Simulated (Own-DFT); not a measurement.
# How strain changes the stress of wurtzite GaN, 72 atoms (Ga36N36)

Calculated results; nothing here was measured. They come from Own-DFT, an in-house plane-wave density functional program, since retired, whose code no person has reviewed. Each row is one single-point run on a periodic cell that was not relaxed, without spin or spin-orbit coupling.

Settings of every run: PBE; PseudoDojo norm-conserving scalar-relativistic files; cutoff 42 hartree; 4 x 4 x 3 k mesh centred on Gamma; Fermi-Dirac smearing of 0.1 eV.

Known limits: forces not confirmed at this smearing and k mesh; stress not checked against mesh or cutoff.

Unstrained cell vectors in Å: (9.567, 0.000, 0.000); (-4.784, 8.285, 0.000); (0.000, 0.000, 10.370). The unstrained cell has measured lattice constants (interpolated for alloys), not those of this functional. That, the random moves and any unrelaxed bonds set the pressure at no strain. Each run strains this cell uniformly, with the atoms carried along. Every atom was also moved at random, by a Gaussian of width 0.05 Å on each axis. Strain is the symmetric tensor, in per cent. Stress is positive in tension, and the pressure is minus a third of its trace.

| run | e_xx (%) | e_yy (%) | e_zz (%) | s_xx (GPa) | s_yy (GPa) | s_zz (GPa) | P (GPa) | E (meV/atom) |
|---|---|---|---|---|---|---|---|---|
| 1 | -1.75 | -1.75 | 0.00 | -17.26 | -18.71 | -11.57 | 15.85 | 59.4 |
| 2 | 2.00 | 2.00 | 0.00 | 0.88 | 2.29 | -4.59 | 0.47 | 13.5 |
| 3 | 0.25 | 0.25 | 0.00 | -5.32 | -7.54 | -6.73 | 6.53 | 16.0 |
| 4 | -0.25 | -0.25 | 0.00 | -9.14 | -8.59 | -7.55 | 8.43 | 19.2 |
| 5 | -0.50 | -0.50 | 0.00 | -10.40 | -10.15 | -9.57 | 10.04 | 38.1 |
| 6 | 1.50 | 1.50 | 0.00 | 0.15 | 0.14 | -5.46 | 1.72 | 2.3 |
| 7 | 1.00 | 1.00 | 0.00 | -2.36 | -1.58 | -6.12 | 3.35 | 0.0 |
| 8 | -2.50 | -2.50 | 0.00 | -22.86 | -21.42 | -11.83 | 18.70 | 61.7 |
| 9 | -0.75 | -0.75 | 0.00 | ? | ? | ? | ? | ? |

E is the free energy for each atom above the lowest run shown.

## Worked fit

The change of volume is close to e_xx + e_yy + e_zz. A straight line through the runs shown gives P = 8.05 - 210 x (fractional change of volume) GPa, with an error of 7 on the slope and a scatter of 0.59 GPa. The strain isn't the same on all axes and the cell isn't cubic, so the slope belongs to this path and is not the bulk modulus.

## Withheld run

Question: what pressure should run 9 give? Its volume changes by -1.49 %.

The line gives 11.2 GPa. The calculation gave 11.06 GPa.
